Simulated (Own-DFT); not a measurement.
Simulation results for HfO2 (monoclinic hafnia, atoms displaced)

Computed with Own-DFT development build. A calculation, not a measurement: plane-wave density functional theory by an unreviewed code, no spin, of a simulated periodic cell, stress positive in tension, run twice, with PBE and with PBEsol, both on files made for PBE, so the change isn't that of files made for PBEsol, hafnium file: forces about 75 meV/angstrom off all-electron values; oxygen file: force components 24 meV/angstrom off all-electron in one glass; forces on such cells passed a denser k mesh, this cell's mesh not checked; the far tail of each file's local potential was reset to the Coulomb form; each entry is a single point on an unrelaxed cell, so the pressure reflects the starting lattice, mostly measured values (interpolated for alloys), from which strain is counted, and rises with the displacements; printed positions are rounded, which can move forces by about a meV/angstrom; the program, named Own-DFT, is a retired in-house code; no spin-orbit coupling; stress was not checked against mesh or cutoff.

## HfO2 (monoclinic hafnia, atoms displaced)

```
CELL_PARAMETERS angstrom
10.23400 0.00000 0.00000
0.00000 10.35000 0.00000
-1.69550 0.00000 10.44530
ATOMIC_POSITIONS crystal
Hf 0.13744 0.01461 0.09986
Hf 0.37091 0.26975 0.14675
Hf 0.36094 0.48153 0.40337
Hf 0.14899 0.22900 0.35000
O 0.03608 0.17236 0.17349
O 0.45404 0.41227 0.06707
O 0.45831 0.33169 0.32886
O 0.03824 0.08549 0.42347
O 0.23047 0.38472 0.24203
O 0.27794 0.13128 0.00517
O 0.26742 0.11927 0.25617
O 0.22475 0.37499 0.49233
Hf 0.13204 0.01157 0.59607
Hf 0.36565 0.26032 0.65271
Hf 0.35979 0.48021 0.89103
Hf 0.13513 0.23055 0.84832
O 0.02944 0.16337 0.67255
O 0.46188 0.41436 0.56969
O 0.46900 0.32989 0.82968
O 0.03144 0.08420 0.91771
O 0.23355 0.36894 0.73904
O 0.27163 0.12377 0.50419
O 0.27372 0.11791 0.76250
O 0.22205 0.38012 0.99221
Hf 0.13728 0.52900 0.10781
Hf 0.35761 0.77397 0.14772
Hf 0.35751 0.98993 0.39124
Hf 0.14320 0.72997 0.35488
O 0.03927 0.66707 0.17505
O 0.45053 0.92100 0.08217
O 0.46179 0.83367 0.31736
O 0.03602 0.58328 0.43233
O 0.21931 0.88373 0.24384
O 0.27562 0.62934 0.01056
O 0.27248 0.60805 0.25387
O 0.23327 0.86731 0.49244
Hf 0.13262 0.53009 0.60010
Hf 0.35430 0.77323 0.64245
Hf 0.35769 0.98506 0.90040
Hf 0.14102 0.73452 0.84790
O 0.04103 0.66558 0.67397
O 0.46723 0.91160 0.57794
O 0.45615 0.83684 0.82194
O 0.04258 0.58053 0.92522
O 0.22786 0.88665 0.74105
O 0.27586 0.62626 0.50571
O 0.27690 0.61428 0.75921
O 0.21138 0.86270 0.98170
Hf 0.64023 0.01642 0.10619
Hf 0.86917 0.26432 0.14473
Hf 0.86259 0.48877 0.38070
Hf 0.63593 0.22551 0.35596
O 0.52157 0.16922 0.16061
O 0.95751 0.41204 0.07403
O 0.95622 0.33106 0.33169
O 0.52710 0.09207 0.42172
O 0.73820 0.38620 0.24950
O 0.77689 0.12846 0.01744
O 0.77623 0.12256 0.26469
O 0.72636 0.36873 0.48230
Hf 0.63236 0.02202 0.60395
Hf 0.85437 0.27330 0.64536
Hf 0.86155 0.47873 0.89748
Hf 0.63546 0.22626 0.85978
O 0.52621 0.16637 0.66894
O 0.96348 0.41848 0.57687
O 0.96379 0.33794 0.82177
O 0.54090 0.07657 0.92431
O 0.72508 0.37778 0.74023
O 0.76784 0.13089 0.50399
O 0.77299 0.12211 0.75840
O 0.71728 0.36919 0.98369
Hf 0.63495 0.51705 0.10689
Hf 0.86502 0.76820 0.15139
Hf 0.86365 0.97765 0.39486
Hf 0.63449 0.72765 0.35659
O 0.53268 0.66111 0.16391
O 0.95778 0.91619 0.08142
O 0.96995 0.83729 0.32353
O 0.54174 0.57970 0.41699
O 0.72730 0.87777 0.23744
O 0.77873 0.63081 0.01457
O 0.77901 0.61985 0.26738
O 0.72974 0.87653 0.48502
Hf 0.64889 0.52761 0.60073
Hf 0.86429 0.77109 0.65323
Hf 0.85975 0.98182 0.89761
Hf 0.63447 0.73313 0.85165
O 0.53348 0.67233 0.66984
O 0.96058 0.92627 0.57730
O 0.96180 0.83716 0.82657
O 0.53617 0.58435 0.91692
O 0.72041 0.88285 0.73795
O 0.77208 0.62783 0.51059
O 0.77541 0.62067 0.76081
O 0.72114 0.86708 0.99329
```

```
functional                                        : PBE, then PBEsol
potential files                                   : PseudoDojo norm-conserving, scalar-relativistic, standard set
wave cutoff                                       : 72 hartree
occupations                                       : Fermi-Dirac
smearing width                                    : 0.1 eV
k mesh                                            : 2 x 2 x 2 centred on Gamma
PBE pressure                                      : 6.01 GPa
PBE stress xx                                     : -6.15 GPa
PBE stress yy                                     : -5.84 GPa
PBE stress zz                                     : -6.03 GPa
PBE stress yz                                     : 0.39 GPa
PBE stress xz                                     : -0.88 GPa
PBE stress xy                                     : 1.17 GPa
PBEsol pressure                                   : -0.46 GPa
PBEsol stress xx                                  : 0.33 GPa
PBEsol stress yy                                  : 0.58 GPa
PBEsol stress zz                                  : 0.47 GPa
PBEsol stress yz                                  : 0.4 GPa
PBEsol stress xz                                  : -0.51 GPa
PBEsol stress xy                                  : 1.14 GPa
rms change of force components from PBE to PBEsol : 0.049 eV/Å
```

Force:
```tsv
force element	PBE force x (eV/Å)	PBE force y (eV/Å)	PBE force z (eV/Å)	PBEsol force x (eV/Å)	PBEsol force y (eV/Å)	PBEsol force z (eV/Å)
Hf	-0.915	1.505	-0.31	-0.89	1.504	-0.313
Hf	-4.125	2.609	-0.742	-4.01	2.609	-0.706
Hf	0.153	-1.735	-0.887	0.123	-1.766	-0.839
Hf	-2.375	2.501	1.242	-2.3	2.389	1.191
O	1.296	-1.695	-0.624	1.255	-1.634	-0.554
O	2.517	1.166	0.97	2.442	1.149	0.902
O	1.286	-0.603	-0.201	1.243	-0.614	-0.249
O	-0.496	-0.516	-0.733	-0.474	-0.542	-0.659
O	-1.148	-1.13	0.119	-1.059	-1.099	0.138
O	-0.974	-0.542	0.567	-0.991	-0.563	0.544
O	1.074	-0.437	-0.551	0.981	-0.432	-0.507
O	-0.363	-0.984	-0.602	-0.278	-0.948	-0.61
Hf	0.39	2.976	1.308	0.365	2.956	1.245
Hf	-1.923	2.833	-1.664	-1.884	2.82	-1.584
Hf	-0.445	-0.957	0.576	-0.454	-0.992	0.596
Hf	0.176	1.189	0.164	0.18	1.118	0.114
O	0.454	-0.31	-0.151	0.456	-0.285	-0.086
O	1.207	0.083	1.52	1.149	0.101	1.41
O	-0.107	-0.055	-0.069	-0.104	-0.085	-0.114
O	-0.196	-0.617	0.974	-0.196	-0.632	0.995
O	-1.058	1.003	0.43	-0.962	0.957	0.455
O	0.734	0.167	0.372	0.674	0.138	0.32
O	0.279	0.145	-0.617	0.225	0.156	-0.586
O	-0.412	-1.149	-0.972	-0.328	-1.099	-0.959
Hf	1.234	-3.35	-1.79	1.251	-3.223	-1.774
Hf	0.411	-1.89	-1.005	0.419	-1.792	-0.958
Hf	0.676	-1.44	0.909	0.626	-1.421	0.916
Hf	-0.26	-0.819	-0.278	-0.248	-0.837	-0.303
O	-1.228	1.074	0.722	-1.187	1.065	0.757
O	1.022	0.501	-0.174	0.979	0.489	-0.219
O	0.142	0.362	1.43	0.129	0.322	1.328
O	0.645	2.138	-2.309	0.653	2.064	-2.2
O	0.148	-0.699	-0.53	0.202	-0.684	-0.521
O	0.42	0.739	-0.113	0.339	0.712	-0.102
O	0.38	2.986	1.193	0.285	2.917	1.155
O	-1.211	0.29	-0.822	-1.128	0.289	-0.791
Hf	1.015	-4.805	0.827	0.976	-4.644	0.751
Hf	2.09	-0.696	1.183	2.057	-0.616	1.173
Hf	0.711	-0.545	-1.046	0.682	-0.561	-1.018
Hf	-0.258	-2.382	1.153	-0.24	-2.37	1.122
O	-2.112	2.36	0.123	-2.053	2.317	0.165
O	0.146	0.715	-0.84	0.131	0.72	-0.84
O	0.747	-0.193	0.864	0.722	-0.206	0.784
O	-0.94	0.937	-0.914	-0.907	0.899	-0.83
O	-1.037	-1.192	-0.445	-0.949	-1.183	-0.432
O	-0.056	1.309	0.262	-0.127	1.274	0.247
O	-0.328	1.527	-0.713	-0.385	1.503	-0.691
O	0.477	2.161	1.872	0.518	2.127	1.822
Hf	-0.48	0.269	-0.071	-0.437	0.301	-0.113
Hf	-1.233	1.866	1.348	-1.183	1.874	1.35
Hf	0.493	-3.883	4.422	0.449	-3.869	4.35
Hf	0.856	2.247	-0.222	0.853	2.155	-0.192
O	4.126	-2.484	1.151	4.014	-2.419	1.164
O	0.835	0.904	0.253	0.785	0.885	0.189
O	2.275	-0.742	-0.46	2.192	-0.715	-0.525
O	-0.473	-1.152	0.074	-0.455	-1.133	0.111
O	-2.369	-0.842	-3.066	-2.238	-0.798	-2.978
O	-0.201	-0.891	-0.697	-0.258	-0.884	-0.673
O	-0.8	-0.556	-0.824	-0.84	-0.546	-0.795
O	-0.578	0.626	0.722	-0.512	0.603	0.7
Hf	0.612	-0.061	-0.176	0.593	-0.023	-0.188
Hf	1.66	0.328	-1.072	1.62	0.377	-1.012
Hf	0.355	-0.215	0.052	0.347	-0.273	0.076
Hf	0.528	0.937	-0.805	0.514	0.898	-0.8
O	2.491	-1.621	0.68	2.435	-1.577	0.707
O	-0.125	0.212	0.404	-0.128	0.227	0.356
O	0.169	-0.159	0.442	0.149	-0.176	0.385
O	-0.532	-0.405	-0.098	-0.519	-0.391	-0.033
O	-0.508	0.528	-0.427	-0.409	0.511	-0.419
O	-0.055	-0.551	0.856	-0.128	-0.534	0.825
O	-0.367	-0.253	0.489	-0.417	-0.243	0.479
O	0.071	0.148	0.764	0.122	0.14	0.717
Hf	0.19	-0.451	-1.262	0.192	-0.375	-1.263
Hf	-0.817	-0.143	-1.216	-0.805	-0.076	-1.168
Hf	-0.045	1.347	-0.377	-0.054	1.269	-0.344
Hf	0.168	0.622	-0.778	0.172	0.544	-0.78
O	-0.27	0.97	1.01	-0.25	0.935	1.034
O	1.153	0.816	-0.451	1.125	0.799	-0.486
O	0.366	-0.429	0.993	0.342	-0.441	0.914
O	-0.555	0.231	0.115	-0.515	0.239	0.176
O	-0.39	-0.106	0.346	-0.307	-0.098	0.329
O	-0.273	-0.562	0.063	-0.325	-0.555	0.071
O	-1.013	2.745	-2	-1.042	2.67	-1.941
O	-0.944	-1.05	0.418	-0.852	-1.018	0.403
Hf	-2.693	-2.218	0.755	-2.608	-2.109	0.706
Hf	-0.567	0.347	-0.953	-0.564	0.387	-0.884
Hf	-0.269	0.141	-0.284	-0.253	0.103	-0.259
Hf	-0.985	-0.626	0.15	-0.97	-0.663	0.112
O	0.473	-0.542	-0.483	0.475	-0.502	-0.411
O	-0.605	-1.825	0.445	-0.577	-1.757	0.371
O	0.39	-0.461	-0.061	0.369	-0.461	-0.123
O	0.07	-0.151	0.389	0.071	-0.153	0.425
O	0.441	-0.395	0.153	0.489	-0.39	0.147
O	1.294	1.449	0.088	1.178	1.395	0.084
O	0.345	0.769	-0.175	0.277	0.762	-0.193
O	-0.076	0.736	-0.299	-0.017	0.738	-0.286
```
